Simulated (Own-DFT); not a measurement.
## Calculated data, SiC (4H silicon carbide, strained, atoms displaced)

A calculation, not a measurement: plane-wave PBE density functional theory by an unreviewed code, no spin, of a simulated periodic cell, stress positive in tension, free energy of the whole cell less one offset for each atom, forces on such cells passed a denser k mesh, this cell's mesh not checked; offsets are fitted by least squares, one for each functional and potential file, so energies compare only between cells with the same atoms and settings and are not formation energies; the far tail of each file's local potential was reset to the Coulomb form; each entry is a single point on an unrelaxed cell, so the pressure reflects the starting lattice, mostly measured values (interpolated for alloys), from which strain is counted, and rises with the displacements; printed positions are rounded, which can move forces by about a meV/angstrom; the program, named Own-DFT, is a retired in-house code; no spin-orbit coupling. Program: Own-DFT development build.

```cif
# cell vector a (Å): 9.3321 0.0231 0.1709
# cell vector b (Å): -4.6461 7.9626 -0.0750
# cell vector c (Å): 0.1860 0.0132 10.2393
data_SiC
_symmetry_space_group_name_H-M 'P 1'
_symmetry_Int_Tables_number 1
_cell_length_a 9.3337
_cell_length_b 9.2193
_cell_length_c 10.2410
_cell_angle_alpha 90.927
_cell_angle_beta 87.910
_cell_angle_gamma 120.125
_cell_volume 761.70
loop_
_atom_site_label
_atom_site_type_symbol
_atom_site_fract_x
_atom_site_fract_y
_atom_site_fract_z
_atom_site_occupancy
Si1 Si 0.00405 0.00226 0.41521 1
Si2 Si 0.11653 0.22649 0.15639 1
C1 C 0.99071 0.98600 0.09622 1
C2 C 0.11832 0.22198 0.34872 1
Si3 Si 0.99801 0.33040 0.40648 1
Si4 Si 0.11566 0.54949 0.16477 1
C3 C 0.99768 0.34257 0.09013 1
C4 C 0.11331 0.55998 0.33985 1
Si5 Si 0.00417 0.66566 0.40055 1
Si6 Si 0.11094 0.89319 0.15223 1
C5 C 0.98908 0.65383 0.09533 1
C6 C 0.10290 0.88768 0.34010 1
Si7 Si 0.32320 0.99889 0.40504 1
Si8 Si 0.44227 0.22305 0.14559 1
C7 C 0.33288 0.99643 0.08748 1
C8 C 0.44758 0.21913 0.34261 1
Si9 Si 0.33669 0.33533 0.40379 1
Si10 Si 0.43639 0.55644 0.15347 1
C9 C 0.33588 0.32315 0.09191 1
C10 C 0.44500 0.55950 0.34718 1
Si11 Si 0.32708 0.65817 0.40170 1
Si12 Si 0.44632 0.88657 0.15351 1
C11 C 0.32865 0.66284 0.09549 1
C12 C 0.44036 0.87803 0.34534 1
Si13 Si 0.65453 0.99167 0.40264 1
Si14 Si 0.77778 0.22049 0.15888 1
C13 C 0.66184 0.99775 0.09180 1
C14 C 0.78024 0.22578 0.34670 1
Si15 Si 0.66880 0.33204 0.40490 1
Si16 Si 0.77649 0.55098 0.15440 1
C15 C 0.66779 0.32760 0.09993 1
C16 C 0.78160 0.54868 0.34064 1
Si17 Si 0.66466 0.65843 0.40648 1
Si18 Si 0.78771 0.90253 0.15984 1
C17 C 0.66873 0.67316 0.09601 1
C18 C 0.78098 0.89464 0.34045 1
Si19 Si 0.99544 0.00471 0.90630 1
Si20 Si 0.89061 0.78376 0.65661 1
C19 C 0.00684 0.00560 0.58568 1
C20 C 0.89404 0.79341 0.83871 1
Si21 Si 0.99945 0.66819 0.90148 1
Si22 Si 0.89340 0.44358 0.65245 1
C21 C 0.00266 0.67006 0.59798 1
C22 C 0.90028 0.44973 0.84266 1
Si23 Si 0.99464 0.33738 0.91170 1
Si24 Si 0.89377 0.12177 0.66151 1
C23 C 0.00299 0.33748 0.58937 1
C24 C 0.88628 0.11106 0.84766 1
Si25 Si 0.66436 0.99451 0.90950 1
Si26 Si 0.55822 0.79259 0.65346 1
C25 C 0.65882 0.99535 0.58993 1
C26 C 0.55415 0.78082 0.84697 1
Si27 Si 0.66780 0.66860 0.90085 1
Si28 Si 0.55131 0.44402 0.65965 1
C27 C 0.66820 0.67226 0.59293 1
C28 C 0.56066 0.45080 0.84732 1
Si29 Si 0.66359 0.32208 0.89929 1
Si30 Si 0.55629 0.11455 0.66149 1
C29 C 0.65194 0.32040 0.59837 1
C30 C 0.56288 0.10458 0.84445 1
Si31 Si 0.34253 0.00457 0.89948 1
Si32 Si 0.22389 0.78018 0.66260 1
C31 C 0.32685 0.00062 0.60159 1
C32 C 0.21732 0.76871 0.84460 1
Si33 Si 0.33531 0.66361 0.90949 1
Si34 Si 0.22594 0.44247 0.65467 1
C33 C 0.32905 0.66099 0.59392 1
C34 C 0.22003 0.43616 0.85073 1
Si35 Si 0.33268 0.33506 0.90738 1
Si36 Si 0.22003 0.10025 0.65846 1
C35 C 0.33389 0.33686 0.59099 1
C36 C 0.22314 0.11434 0.84176 1
_calc_functional 'PBE'
_calc_potential_files 'PseudoDojo norm-conserving, scalar-relativistic, standard set'
_calc_wave_cutoff 42  # hartree
_calc_occupations 'Fermi-Dirac'
_calc_smearing_width 0.1  # eV
_calc_hardware 'one NVIDIA H100'
_calc_k_mesh '4 x 4 x 3 centred on Gamma'
_calc_free_energy_of_cell_above_offsets '-7.176'  # eV
_calc_pressure 0.27  # GPa
_calc_stress_xx 0.17  # GPa
_calc_stress_yy -4.85  # GPa
_calc_stress_zz 3.88  # GPa
_calc_stress_yz 0.63  # GPa
_calc_stress_xz 5.9  # GPa
_calc_stress_xy 1.5  # GPa
_calc_wall_time 365.9  # s
```

Force:
| element | x (eV/Å) | y (eV/Å) | z (eV/Å) |
| --- | --- | --- | --- |
| Si | -1.326 | -0.329 | -3.395 |
| Si | -0.689 | -1.372 | 0.192 |
| C | 1.15 | 3.657 | -1.712 |
| C | -1.053 | 0.59 | -1.181 |
| Si | 0.555 | 0.127 | -0.332 |
| Si | -2.553 | 1.311 | -2.439 |
| C | 1.553 | -2.075 | 1.645 |
| C | 0.802 | -1.635 | 1.454 |
| Si | -1.575 | 0.482 | 1.281 |
| Si | 0.472 | -2.138 | 0.191 |
| C | 1.875 | 2.137 | -0.732 |
| C | 1.277 | 0.243 | 0.314 |
| Si | 1.225 | -0.429 | 0.3 |
| Si | 2.31 | -1.446 | 2.387 |
| C | 0.096 | 0.271 | 0.124 |
| C | -0.672 | 0.418 | -0.52 |
| Si | 0.495 | -0.184 | 0.602 |
| Si | 2.685 | -0.094 | 0.74 |
| C | -2.405 | 2.171 | -0.496 |
| C | 0.682 | -1.176 | -1.398 |
| Si | 0.087 | 0.865 | 1.893 |
| Si | -1.242 | -0.025 | 0.947 |
| C | 0.316 | 0.332 | -0.541 |
| C | -1.468 | 1.278 | -0.828 |
| Si | 1.405 | 0.958 | 0.562 |
| Si | -0.491 | 0.182 | 0.054 |
| C | 1.348 | 0.771 | 0.587 |
| C | 0.532 | -1.416 | -0.439 |
| Si | -1.025 | -0.531 | 0.685 |
| Si | -1.208 | 0.275 | 0.169 |
| C | -0.763 | 0.074 | -2.069 |
| C | -0.784 | 0.799 | 0.81 |
| Si | 0.173 | 1.622 | -0.461 |
| Si | -1.985 | -2.899 | -0.034 |
| C | -0.217 | -0.729 | -0.618 |
| C | 0.193 | -0.537 | 1.61 |
| Si | 1.41 | 0.123 | 0.729 |
| Si | -0.139 | -0.373 | -1.013 |
| C | -0.762 | -0.165 | 3.677 |
| C | 0.295 | -2.049 | 0.488 |
| Si | -0.633 | 0.328 | 1.521 |
| Si | -1.454 | 0.518 | 0.792 |
| C | -0.088 | -0.289 | -1.241 |
| C | -2.03 | -1.118 | -0.894 |
| Si | 1.473 | -0.255 | -0.994 |
| Si | -0.07 | -1.568 | -1.357 |
| C | 0.458 | -0.376 | 0.573 |
| C | -0.318 | 0.802 | -0.205 |
| Si | 0.524 | 0.451 | 0.097 |
| Si | 0.178 | -3.86 | 0.824 |
| C | 0.473 | 3.112 | 0.022 |
| C | 0.439 | -0.811 | -0.969 |
| Si | 0.18 | 1.17 | 1.712 |
| Si | -0.005 | 0.515 | -0.596 |
| C | 0.188 | -0.37 | 0.398 |
| C | 0.025 | -1.781 | -0.65 |
| Si | 0.521 | 2.586 | 1.743 |
| Si | -0.119 | -2.318 | -0.949 |
| C | 1.346 | 3.094 | -1.066 |
| C | -1.088 | 0.362 | -0.587 |
| Si | -1.633 | -1.617 | 0.889 |
| Si | 0.007 | -1.271 | -1.064 |
| C | 2.585 | -0.947 | -1.477 |
| C | 1.089 | 1.594 | 0.423 |
| Si | -1.167 | -0.376 | -0.554 |
| Si | -0.855 | 0.273 | 0.936 |
| C | 0.039 | 1.387 | -0.217 |
| C | -0.617 | 0.984 | -0.974 |
| Si | 0.76 | -0.467 | -0.297 |
| Si | -2.157 | 2.906 | -0.13 |
| C | 0.961 | -1.279 | 0.385 |
| C | 0.405 | -0.463 | 0.674 |
